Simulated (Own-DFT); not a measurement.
## Calculated data, SiGe (diamond-structure random alloy, atoms displaced)

A calculation, not a measurement: plane-wave PBEsol density functional theory by an unreviewed code, no spin, of a simulated periodic cell, stress positive in tension, free energy of the whole cell less one offset for each atom, forces on such cells passed a denser k mesh, this cell's mesh not checked; offsets are fitted by least squares, one for each functional and potential file, so energies compare only between cells with the same atoms and settings and are not formation energies; the far tail of each file's local potential was reset to the Coulomb form; each entry is a single point on an unrelaxed cell, so the pressure reflects the starting lattice, mostly measured values, from which strain is counted, and rises with the displacements; printed positions are rounded, which can move forces by about a meV/angstrom; the program is a retired in-house code; no spin-orbit coupling. Program: Own-DFT development build.

### SiGe (diamond-structure random alloy, atoms displaced)

```xyz
64
Lattice="11.0890 0.0000 0.0000 0.0000 11.0890 0.0000 0.0000 0.0000 11.0890" Properties=species:S:1:pos:R:3 SiGe
Ge    11.0864    11.0762     0.0251
Ge     0.0061     2.8354     2.7955
Ge     2.7406    11.0720     2.7718
Ge     2.7579     2.7331     0.0307
Si     1.3849     1.4184     1.4156
Ge     1.4173     4.1779     4.1578
Ge     4.1737     1.3651     4.1947
Si     4.1791     4.2110     1.3444
Si     0.0019    11.0520     5.5937
Si     0.0215     2.8019     8.3109
Si     2.8709    11.0204     8.3823
Si     2.7672     2.7543     5.5342
Si     1.3950     1.4284     6.9007
Si     1.3961     4.1329     9.7320
Ge     4.1644     1.3506     9.7221
Si     4.1865     4.0858     6.9276
Si     0.0370     5.5597     0.0156
Ge    11.0612     8.3251     2.7907
Si     2.7629     5.5841     2.7358
Ge     2.7541     8.3437    11.0446
Si     1.4012     6.9555     1.3756
Ge     1.3804     9.6627     4.1577
Ge     4.1699     6.9847     4.1338
Ge     4.2078     9.7266     1.4240
Si    11.0817     5.5303     5.5175
Si     0.0121     8.3141     8.3396
Ge     2.7493     5.5159     8.3071
Ge     2.8081     8.3071     5.4999
Si     1.4045     6.8968     6.9263
Si     1.3989     9.7584     9.6834
Ge     4.1606     6.9449     9.7088
Ge     4.1493     9.6574     6.9582
Ge     5.5553    11.0383    11.0493
Si     5.5355     2.7538     2.8082
Ge     8.2741     0.0503     2.8198
Si     8.3271     2.7914    11.0729
Si     6.9350     1.3631     1.3861
Ge     6.9421     4.1834     4.1953
Si     9.7307     1.3562     4.1636
Ge     9.7184     4.1300     1.3943
Si     5.5823     0.0396     5.5459
Si     5.5346     2.8147     8.3297
Si     8.3346     0.0268     8.3009
Si     8.3320     2.8002     5.5325
Ge     6.8988     1.3795     6.9574
Si     6.9250     4.1566     9.6990
Ge     9.6934     1.3958     9.7195
Ge     9.7230     4.1355     6.9218
Si     5.5510     5.5626     0.0098
Si     5.5575     8.2795     2.7582
Ge     8.3500     5.5338     2.7419
Ge     8.2963     8.2969    11.0850
Ge     6.9340     6.9342     1.3811
Ge     6.9588     9.7129     4.1477
Ge     9.7523     6.9530     4.1675
Si     9.7018     9.7199     1.4380
Si     5.5201     5.5748     5.5019
Ge     5.5385     8.3351     8.3191
Ge     8.3284     5.5329     8.2928
Ge     8.2837     8.2865     5.5468
Ge     6.9758     6.8910     6.9313
Si     6.8997     9.6674     9.7357
Si     9.7016     6.9349     9.6961
Si     9.6895     9.7500     6.9383
```

Here we set functional PBEsol, potential files PseudoDojo norm-conserving, scalar-relativistic, made for PBE, standard set, wave cutoff 42 hartree, occupations Fermi-Dirac, smearing width 0.1 eV, hardware one NVIDIA H100 and k mesh 3 x 3 x 3 centred on Gamma.

Results for SiGe (diamond-structure random alloy, atoms displaced): free energy of cell above offsets -2.826 eV; pressure 0.5 GPa; stress xx -0.52 GPa; stress yy -0.46 GPa; stress zz -0.52 GPa; stress yz 0.36 GPa; stress xz -0.03 GPa; stress xy 0.29 GPa; wall time 490.3 s.

Force:
```tsv
element	x (eV/Å)	y (eV/Å)	z (eV/Å)
Ge	0.265	0.114	0.252
Ge	0.084	-1.242	0.141
Ge	0.122	0.469	0.017
Ge	0.201	0.545	0.034
Si	-0.352	-0.316	0.101
Ge	0.352	0.407	0.225
Ge	-0.211	0.178	-0.204
Si	-0.035	-0.481	0.749
Si	0.103	0.581	-0.298
Si	0.31	-0.394	0.246
Si	-1.325	0.849	-0.917
Si	0.269	0.157	0.317
Si	0.188	-0.775	0.735
Si	-0.409	0.192	-0.12
Ge	0.236	0.604	-0.382
Si	-0.313	0.769	-0.501
Si	-0.162	-0.002	-0.285
Ge	0.461	-0.075	-0.895
Si	0.317	-0.128	-0.209
Ge	-0.076	0.247	0.584
Si	-0.252	-0.107	0.013
Ge	-0.283	0.609	0.405
Ge	0.156	-0.939	-0.46
Ge	-0.406	-0.676	-0.195
Si	0.469	0.284	0.581
Si	0.013	0.258	-0.406
Ge	0.369	-0.378	-0.028
Ge	-0.741	-0.182	0.929
Si	-0.613	0.318	-0.264
Si	-0.315	-0.476	-0.132
Ge	0.059	-0.529	-0.049
Ge	0.406	0.911	-0.785
Ge	0.537	0.562	0.675
Si	0.144	0.389	-0.775
Ge	0.886	-0.028	-0.717
Si	-0.639	-0.245	0.296
Si	-0.306	0.794	-0.297
Ge	-0.248	-0.256	-0.371
Si	0.051	0.461	0.639
Ge	-0.015	0.454	-0.937
Si	-0.422	-0.875	0.265
Si	0.121	-0.419	0.245
Si	-0.482	-0.649	0.554
Si	0.078	-0.852	0.069
Ge	0.523	0.612	-0.104
Si	-0.089	0.136	0.31
Ge	0.127	0.219	-0.469
Ge	0.189	0.008	-0.266
Si	0.117	-0.321	-0.399
Si	0.297	0.689	0.098
Ge	-0.158	0.236	0.479
Ge	0.689	0.57	-0.016
Ge	-0.299	-0.34	0.13
Ge	-1.017	-0.365	0.236
Ge	-0.536	-0.634	0.197
Si	-0.52	-0.001	-0.303
Si	-0.08	-0.472	0.775
Ge	0.693	-0.5	0.139
Ge	0.273	-0.253	0.803
Ge	0.857	0.683	0.207
Ge	-1.2	0.095	-0.162
Si	0.929	0.427	-0.944
Si	0.499	-0.197	0.147
Si	0.114	-0.72	0.297
```
